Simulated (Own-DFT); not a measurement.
## Calculated data, Hf32O63 (monoclinic hafnia with one vacancy, atoms displaced)

A calculation, not a measurement: plane-wave density functional theory by an unreviewed code, no spin, of a simulated periodic cell, stress positive in tension, run twice, with PBE and with PBEsol, both on files made for PBE, so the change isn't that of files made for PBEsol, defect cell not probed for a lower state with spin; hafnium file: forces about 75 meV/angstrom off all-electron values; oxygen file: force components 24 meV/angstrom off all-electron in one glass; forces on such cells passed a denser k mesh, this cell's mesh not checked; the far tail of each file's local potential was reset to the Coulomb form; each entry is a single point on an unrelaxed cell, so the pressure reflects the starting lattice, mostly measured values (interpolated for alloys), from which strain is counted, and rises with the displacements; printed positions are rounded, which can move forces by about a meV/angstrom; the program, named Own-DFT, is a retired in-house code; no spin-orbit coupling; stress was not checked against mesh or cutoff. Program: Own-DFT development build.

### Hf32O63 (monoclinic hafnia with one vacancy, atoms displaced)

```xyz
95
Lattice="10.2340 0.0000 0.0000 0.0000 10.3500 0.0000 -1.6955 0.0000 10.4453" Properties=species:S:1:pos:R:3 Hf32O63
Hf     1.2328     0.2241     1.0902
Hf     3.4399     2.7706     1.5455
Hf     3.1068     4.9610     4.1303
Hf     0.8330     2.3812     3.6670
O      0.0552     1.7174     1.8081
O      4.6229     4.2878     0.8200
O      4.1716     3.4852     3.4112
O     -0.3665     0.8840     4.4447
O      1.8881     3.8838     2.4751
O      2.8104     1.3014     0.0908
O      2.3328     1.2911     2.6965
O      1.4552     3.7798     5.1397
Hf     0.4356     0.1917     6.3365
Hf     2.6085     2.8109     6.7849
Hf     2.1617     5.0204     9.3499
Hf    -0.0786     2.3620     8.9154
O     -0.7320     1.7176     7.0296
O      3.7106     4.3031     6.0741
O      3.3523     3.4259     8.5803
O     -1.2065     0.8674     9.6055
O      1.0349     3.9013     7.7301
O      1.9820     1.3466     5.3181
O      1.5415     1.2400     7.9402
O      0.6501     3.8163    10.3411
Hf     1.2407     5.3730     1.0423
Hf     3.4414     7.9187     1.5454
Hf     3.0094    10.0628     4.1888
Hf     0.8145     7.5505     3.6854
O      0.0348     6.9080     1.8675
O      4.6059     9.4928     0.7773
O      4.1992     8.6021     3.4112
O     -0.3293     6.0481     4.4392
O      1.8430     9.1473     2.4501
O      2.7734     6.4610     0.1215
O      2.3361     6.4401     2.7573
O      1.5355     8.9850     5.0614
Hf     0.3977     5.3787     6.3269
Hf     2.6264     7.9593     6.7607
Hf     2.1758    10.0983     9.3058
Hf    -0.0637     7.6230     8.9114
O     -0.7764     6.8951     7.0459
O      3.7505     9.5034     6.0136
O      3.2709     8.6135     8.6326
O     -1.1553     6.0164     9.6931
O      1.0634     9.0762     7.7302
O      1.9262     6.5515     5.3288
O      1.5796     6.4119     7.9842
O      0.6088     8.9964    10.3627
Hf     6.3329     0.2063     1.0763
Hf     8.5805     2.8504     1.5257
Hf     8.1793     4.9919     4.1061
Hf     5.9312     2.3765     3.6590
O      5.1842     1.7458     1.8659
O      9.6668     4.3038     0.8304
O      9.3277     3.4511     3.3865
O      4.8224     0.9260     4.4212
O      7.0333     3.9661     2.5064
O      7.9451     1.3239     0.0664
O      7.4415     1.2307     2.6727
O      6.6113     3.8342     5.0325
Hf     5.4688     0.2247     6.2973
Hf     7.6463     2.7551     6.7325
Hf     7.3273     4.9787     9.3256
Hf     5.0832     2.3899     8.9542
O      4.3673     1.7356     7.0421
O      8.9154     4.2632     6.0681
O      8.4625     3.4518     8.6560
O      3.9357     0.8607     9.6564
O      6.1781     3.9247     7.7065
O      7.1158     1.3641     5.3089
O      6.6643     1.3212     7.9341
O      5.7620     3.8170    10.3034
Hf     6.3465     5.3626     1.1283
Hf     8.5297     8.0209     1.5397
Hf     8.1638    10.1651     4.1615
Hf     5.9210     7.5485     3.6795
O      5.2227     6.8765     1.8282
O      9.6829     9.4588     0.7316
O      9.2721     8.6320     3.4526
O      4.7152     6.0209     4.4342
O      6.9888     9.1027     2.4579
O      7.9172     6.5200     0.0654
O      7.4440     6.4341     2.7579
O      6.5436     9.0355     5.1320
Hf     5.4764     5.3844     6.2823
Hf     7.6822     7.8814     6.7698
Hf     7.3147    10.1358     9.3587
Hf     5.1042     7.5625     8.9272
O      4.3556     6.8623     7.0232
O      8.9127     9.4602     6.0471
O      8.4497     8.6058     8.6223
O      3.8798     6.0392     9.6043
O      7.0413     6.4494     5.3654
O      6.6523     6.4117     7.9502
O      5.7053     8.9366    10.3113
```

Settings of this run: functional PBE, then PBEsol, potential files PseudoDojo norm-conserving, scalar-relativistic, standard set, wave cutoff 72 hartree, occupations Fermi-Dirac, smearing width 0.1 eV and k mesh 2 x 2 x 2 centred on Gamma.

Results for Hf32O63 (monoclinic hafnia with one vacancy, atoms displaced): PBE pressure 4.53 GPa; PBE stress xx -4.41 GPa; PBE stress yy -4.34 GPa; PBE stress zz -4.83 GPa; PBE stress yz -0.33 GPa; PBE stress xz -0.36 GPa; PBE stress xy 0.15 GPa; PBEsol pressure -1.86 GPa; PBEsol stress xx 2 GPa; PBEsol stress yy 1.99 GPa; PBEsol stress zz 1.58 GPa; PBEsol stress yz -0.31 GPa; PBEsol stress xz 0 GPa; PBEsol stress xy 0.15 GPa; rms change of force components from PBE to PBEsol 0.046 eV/Å.

Force:
```
force element  PBE force x (eV/Å)  PBE force y (eV/Å)  PBE force z (eV/Å)  PBEsol force x (eV/Å)  PBEsol force y (eV/Å)  PBEsol force z (eV/Å)
           Hf              -0.116               0.478              -0.412                 -0.091                   0.52                 -0.416
           Hf              -0.137               0.188              -0.896                 -0.152                  0.235                 -0.844
           Hf              -2.597              -0.689               0.464                 -2.515                 -0.722                  0.482
           Hf              -0.275               0.018               1.064                 -0.252                 -0.024                   1.01
            O              -0.319              -0.227              -0.494                 -0.292                 -0.203                 -0.433
            O                0.52               0.415               0.079                  0.505                  0.428                  0.045
            O               0.854              -0.545               0.058                  0.818                 -0.538                  0.007
            O               0.156              -0.169              -0.178                  0.152                 -0.189                 -0.126
            O              -0.227               0.694              -0.004                 -0.159                  0.653                  -0.01
            O              -0.218               0.028               0.335                 -0.287                   0.02                  0.336
            O               0.778              -0.921               0.319                  0.683                 -0.874                  0.294
            O               0.068               0.928              -0.392                  0.125                    0.9                 -0.374
           Hf              -1.209               1.175              -0.767                 -1.189                  1.213                 -0.764
           Hf              -0.643              -0.658              -0.661                 -0.634                 -0.581                 -0.617
           Hf               0.498              -1.885               0.209                  0.471                 -1.863                  0.222
           Hf               0.794               0.403              -0.267                   0.77                  0.344                 -0.295
            O              -0.577              -0.112              -0.138                 -0.541                 -0.105                 -0.076
            O               1.185               1.013              -0.716                  1.152                      1                 -0.754
            O               0.045               0.778               1.371                  0.041                   0.73                  1.272
            O              -0.252              -0.636                0.32                 -0.246                 -0.633                  0.355
            O              -0.122               0.464               0.168                 -0.052                   0.45                  0.154
            O               0.064              -0.957               0.019                 -0.004                 -0.948                  0.021
            O               0.128               -0.43               0.082                  0.061                 -0.429                  0.076
            O               -0.52               0.163               0.021                 -0.451                  0.176                  0.028
           Hf              -0.628              -0.401               1.469                 -0.599                 -0.344                  1.396
           Hf               0.151               1.003              -0.619                  0.139                  1.025                 -0.578
           Hf               0.494               2.264               -1.56                  0.459                  2.152                 -1.477
           Hf              -0.835              -0.306               0.217                 -0.809                 -0.363                   0.19
            O              -0.048              -0.408               -0.85                 -0.032                 -0.371                 -0.772
            O               -0.15              -0.684               0.563                 -0.146                  -0.65                  0.496
            O              -0.245               0.059               0.005                 -0.246                  0.031                 -0.042
            O              -0.541              -0.153              -0.101                 -0.519                 -0.162                 -0.056
            O               0.572              -0.867               0.776                  0.618                 -0.851                  0.754
            O               0.677               0.752                 0.3                  0.601                  0.717                  0.293
            O               0.767              -0.101               -0.63                  0.693                 -0.078                 -0.616
            O              -0.797               0.299               0.816                 -0.698                  0.299                  0.791
           Hf              -0.211               -0.77              -0.282                 -0.213                 -0.717                 -0.302
           Hf              -0.122              -0.795              -0.421                 -0.135                 -0.734                 -0.386
           Hf               0.029                1.47               1.465                  0.016                  1.387                  1.456
           Hf               0.122               -1.23               0.179                   0.11                  -1.24                  0.143
            O               0.075              -0.146               0.158                   0.07                 -0.122                  0.205
            O               0.477              -0.279               0.619                  0.451                 -0.254                  0.534
            O               1.799              -0.838              -0.041                  1.733                 -0.828                 -0.092
            O               -0.65                0.43               -1.06                 -0.628                  0.395                 -0.977
            O              -0.582              -0.124               -0.36                 -0.503                 -0.123                 -0.341
            O               0.396              -0.389               0.456                  0.321                  -0.37                  0.449
            O               -0.59                0.86              -0.754                 -0.616                  0.839                 -0.729
            O              -0.072              -0.171              -0.515                 -0.008                 -0.162                 -0.512
           Hf              -0.111                0.62              -0.216                 -0.109                  0.653                 -0.231
           Hf              -0.338              -1.571              -0.155                 -0.319                 -1.471                 -0.129
           Hf               0.404              -0.984               1.036                  0.375                 -1.014                   1.03
           Hf               0.487               0.166               0.623                  0.476                  0.096                  0.587
            O              -0.325              -0.509              -1.155                 -0.306                 -0.474                 -1.069
            O               1.465               1.275              -0.504                  1.416                  1.244                 -0.542
            O              -0.169                0.41               0.318                 -0.179                   0.39                  0.247
            O              -1.381              -1.333               0.326                 -1.312                  -1.31                  0.381
            O               -0.18              -0.203              -0.391                 -0.111                  -0.19                  -0.39
            O              -0.128              -0.147               0.559                  -0.19                  -0.15                  0.532
            O                0.61               0.108               0.421                  0.517                  0.109                  0.416
            O              -0.366               0.393               0.702                 -0.294                  0.384                  0.679
           Hf               0.954               0.636                0.13                  0.876                  0.786                 -0.021
           Hf               1.744               0.874              -0.253                  1.684                   0.89                 -0.225
           Hf              -0.305               -0.67               0.513                 -0.308                 -0.712                  0.528
           Hf               -0.18              -0.293              -0.527                 -0.165                 -0.332                 -0.543
            O              -0.144              -0.323              -0.309                 -0.124                 -0.312                 -0.256
            O              -0.137               0.534              -0.466                 -0.135                  0.543                 -0.498
            O               0.024               0.026               0.119                  0.016                  0.013                  0.075
            O              -0.538               -0.21              -0.355                 -0.509                 -0.218                 -0.294
            O              -0.409               0.359              -0.273                 -0.333                   0.34                 -0.267
            O              -0.318              -0.583               0.107                 -0.369                 -0.568                  0.114
            O              -0.123              -1.444               0.108                 -0.174                 -1.374                  0.101
            O              -0.413                0.65               0.324                 -0.336                   0.63                  0.312
           Hf              -0.009              -0.132              -1.499                 -0.014                 -0.091                  -1.47
           Hf               0.708              -0.933              -0.274                  0.688                 -0.856                  -0.25
           Hf               0.071               0.075               0.327                  0.081                  0.034                  0.352
           Hf               0.367               0.293               0.845                  0.362                  0.238                  0.782
            O               -1.09               0.393              -0.296                  -1.05                  0.397                 -0.229
            O               0.854               0.215               0.846                  0.806                  0.224                   0.77
            O                 0.3              -0.099              -0.337                   0.28                 -0.103                 -0.386
            O               1.059               0.989              -0.329                  1.034                  0.934                 -0.271
            O              -0.311              -0.353               0.573                 -0.239                 -0.358                  0.544
            O              -0.061              -0.337               0.709                 -0.127                 -0.324                  0.676
            O               0.564               0.152              -0.251                  0.479                  0.145                 -0.238
            O               0.068              -0.569               0.079                  0.123                 -0.548                  0.071
           Hf               0.225              -1.138               0.739                  0.221                 -1.053                    0.7
           Hf               0.603                1.77              -0.813                  0.703                  1.682                 -0.827
           Hf                -0.6               0.595              -0.561                 -0.507                  0.606                 -0.408
           Hf              -0.645              -0.728               0.192                 -0.679                 -0.856                  0.269
            O              -0.433               0.813               -0.02                 -0.419                  0.792                  0.024
            O              -0.171              -0.231               0.149                 -0.174                 -0.205                  0.093
            O              -0.179               0.076               0.262                 -0.155                  0.053                  0.225
            O               0.567               0.229                0.41                  0.554                  0.215                  0.433
            O               0.128               0.483              -0.531                  0.061                  0.466                 -0.508
            O              -0.023               0.497              -0.156                 -0.073                  0.501                 -0.154
            O               -0.08               1.164              -0.158                 -0.017                   1.12                 -0.153
```
